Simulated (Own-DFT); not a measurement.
# A layer strained by its substrate: wurtzite AlGaN with randomly placed atoms, 72 atoms (Al27Ga9N36)

No measurement is shown. These are fixed-geometry runs of a retired plane-wave code named Own-DFT, which no person has reviewed; spin and spin-orbit coupling are neglected.

Method: PBE; PseudoDojo norm-conserving scalar-relativistic files; cutoff 42 hartree; 4 x 4 x 3 k mesh centred on Gamma; Fermi-Dirac smearing of 0.1 eV.

Known weak points: forces on such cells passed a denser k mesh, each cell not checked; stress not checked against mesh or cutoff.

Unstrained cell vectors in Å: (9.394, 0.000, 0.000); (-4.697, 8.135, 0.000); (0.000, 0.000, 10.066). The unstrained cell has measured lattice constants (interpolated for alloys), not those of this functional. That, the random moves and any unrelaxed bonds set the pressure at no strain. Each run strains x and y alike by e, as a substrate would, and holds the height along z. Each coordinate of each atom was shifted by a normal deviate of width 0.05 Å. The random placing of the alloy's atoms differs from row to row. Stress is positive in tension.

```
e (%),u (Å),(s_xx + s_yy)/2 (GPa),s_zz (GPa)
-3.00,0.049,-25.53,-12.75
-2.75,0.055,-25.37,-11.32
-2.50,0.046,-21.55,-12.05
-2.25,0.051,-20.85,-11.23
-0.50,0.047,-9.63,-7.53
-0.25,0.047,-6.78,-7.93
0.75,0.046,-1.46,-6.39
1.75,0.048,3.81,-6.52
2.50,0.050,?,?
3.00,0.051,7.68,-1.49
```

## Worked fit

With e as a fraction, the in-plane stress is -5.7 + 572 e - 3738 e² GPa (errors 14 and 829, scatter 0.84), and s_zz is -7.5 + 163 e GPa (slope ± 15, scatter 0.94). At e = 0 the first slope is C11 + C12 and the second 2 C13, both with the ions held to the strained lattice and at the cell's own pressure. The term in e² is negative: the layer stiffens under compression and softens under tension. A free layer would change its height as e changes, and the in-plane slope would drop by 2 C13²/C33 to the biaxial modulus. At fixed height, a misfit of 1 % moves the in-plane stress by about 5.7 GPa and s_zz by 1.6 GPa.

## Check

Q: what are the two stresses at e = 2.50 %?

The fit gives 6.3 and -3.5 GPa. The calculation gave 6.21 and -3.33 GPa.
